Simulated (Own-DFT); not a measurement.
# How strain changes the stress of wurtzite GaN, 72 atoms (Ga36N36)

Calculated results; nothing here was measured. The program, named Own-DFT, is a retired in-house plane-wave density functional code that no person has reviewed. Each row is one single-point run on a periodic cell that was not relaxed, without spin or spin-orbit coupling.

Settings of every run: PBE; PseudoDojo norm-conserving scalar-relativistic files (stringent for Ga); cutoff 96 hartree; 4 x 4 x 3 k mesh centred on Gamma; Gaussian smearing of 0.01 eV.

Known limits: forces not confirmed at this smearing and k mesh; stress not checked against mesh or cutoff.

Unstrained cell vectors in Å: (9.567, 0.000, 0.000); (-4.784, 8.285, 0.000); (0.000, 0.000, 10.370). The unstrained cell has measured lattice constants (interpolated for alloys), not those of this functional. That, the random moves and any unrelaxed bonds set the pressure at no strain. Each run strains this cell uniformly, with the atoms carried along. Every atom was also moved at random, by a Gaussian of width 0.05 Å on each axis. Strain is the symmetric tensor, in per cent. Stress is positive in tension, and the pressure is minus a third of its trace.

```
run  e_xx (%)  e_yy (%)  e_zz (%)  e_yz (%)  e_xz (%)  e_xy (%)  s_xx (GPa)  s_yy (GPa)  s_zz (GPa)  s_yz (GPa)  s_xz (GPa)  s_xy (GPa)  P (GPa)  E (meV/atom)
  1      0.09      1.71     -1.93     -1.81     -1.59      1.54       -6.87       -1.43      -15.98       -3.31       -2.46        6.10     8.09          31.2
  2      1.31     -1.96     -1.34     -1.17     -1.84     -0.23       -3.44      -17.61      -13.55       -2.18       -3.68        0.29    11.53          24.5
  3      0.07     -1.58     -0.05      1.36     -1.14     -1.96       -8.44      -14.28       -8.80        2.87       -2.19       -6.95    10.51          22.0
  4     -1.27     -0.70      1.08     -0.16      1.67     -1.79      -13.42      -11.18       -3.21        0.70        3.95       -5.67     9.27          19.3
  5     -0.88     -1.91     -1.23     -0.45      0.93     -0.01      -14.58      -18.58      -15.09       -0.93        2.62        1.26    16.09          40.9
  6      0.28     -0.48      0.14      0.58      1.02      1.97       -7.61       -9.49       -6.56        1.24        2.26        7.32     7.88          17.9
  7     -1.67      1.74     -0.84     -1.87      0.85      0.78      -11.99       -2.08      -12.65       -3.79        0.51        2.83     8.91          21.2
  8     -0.06     -0.56     -1.23     -0.29     -1.05     -0.08       -7.70       -8.96      -14.88       -0.30       -2.67        0.15    10.52           2.0
  9     -0.03      1.85     -1.57      1.67     -1.37      1.76       -6.11       -2.11      -11.49        3.29       -2.50        3.77     6.57          14.4
 10     -1.78      0.15     -0.19      0.72     -1.56      1.73      -13.82       -9.64      -10.61        2.46       -4.02        5.28    11.36          26.3
 11      1.61     -0.10     -0.08     -1.65      1.75     -1.50       -2.52       -5.73       -6.35       -3.63        3.32       -5.82     4.87          12.8
 12      0.56     -0.79     -0.61     -1.98     -0.94     -1.53       -5.21      -10.17      -11.13       -5.58       -2.37       -5.53     8.84           5.5
 13      1.68      1.56      1.75      1.34      1.16      1.50        1.98        1.38        1.72        2.66        2.29        3.68    -1.70           0.0
 14      0.84      1.57      1.60     -0.62      0.65     -1.88       -1.91        0.40        0.94       -1.05        2.26       -5.02     0.19           6.4
 15     -0.63     -0.70     -0.52     -0.88      1.36     -0.25       -8.52      -12.47      -11.96       -2.84        3.08       -0.33    10.98          14.0
 16      0.48     -1.83     -1.71      1.58      1.21      1.55       -9.15      -13.91      -18.06        3.58        2.96        5.38    13.70          24.8
 17     -1.71     -0.14      0.05      1.47     -0.22      0.24           ?           ?           ?           ?           ?           ?        ?             ?
```

E is the free energy for each atom above the lowest run shown.

## Worked fit

Each stress component was fitted by least squares to a constant and the strains of the runs shown, as fractions, with shears doubled. Shear strains stay in the fit of a normal stress only where such slopes are resolved. The slopes, in GPa:

```
stress  at no strain  per e_xx  per e_yy  per e_zz  scatter
  s_xx          -7.3  386 ± 29  103 ± 22   40 ± 28     1.17
  s_yy          -7.8  108 ± 30  421 ± 23   53 ± 29     1.23
  s_zz          -7.9   84 ± 27   69 ± 21  459 ± 26     1.10
```

Each shear stress against twice its own strain: yz 108 ± 9, xz 108 ± 8, xy 176 ± 12 GPa. These are stiffnesses along x, y and z of the frame in which the cell vectors are given, which need not be the crystal's axes. The atoms are held to the strained lattice; where symmetry lets them move under strain, relaxing them would lower some slopes. The table should be nearly symmetric about its diagonal, and what it lacks of that shows the noise. A ninth of its sum, 191 ± 4 GPa, estimates the bulk modulus near the mean pressure of these runs, 8.6 GPa, so it lies above the value at zero pressure.

## Withheld run

Question: what normal stresses and pressure should run 17 give?

The fit gives s_xx = -14.0, s_yy = -10.2, s_zz = -9.2 and P = 11.1 GPa. The calculation gave -14.15, -10.06, -8.62 and P = 10.94 GPa.
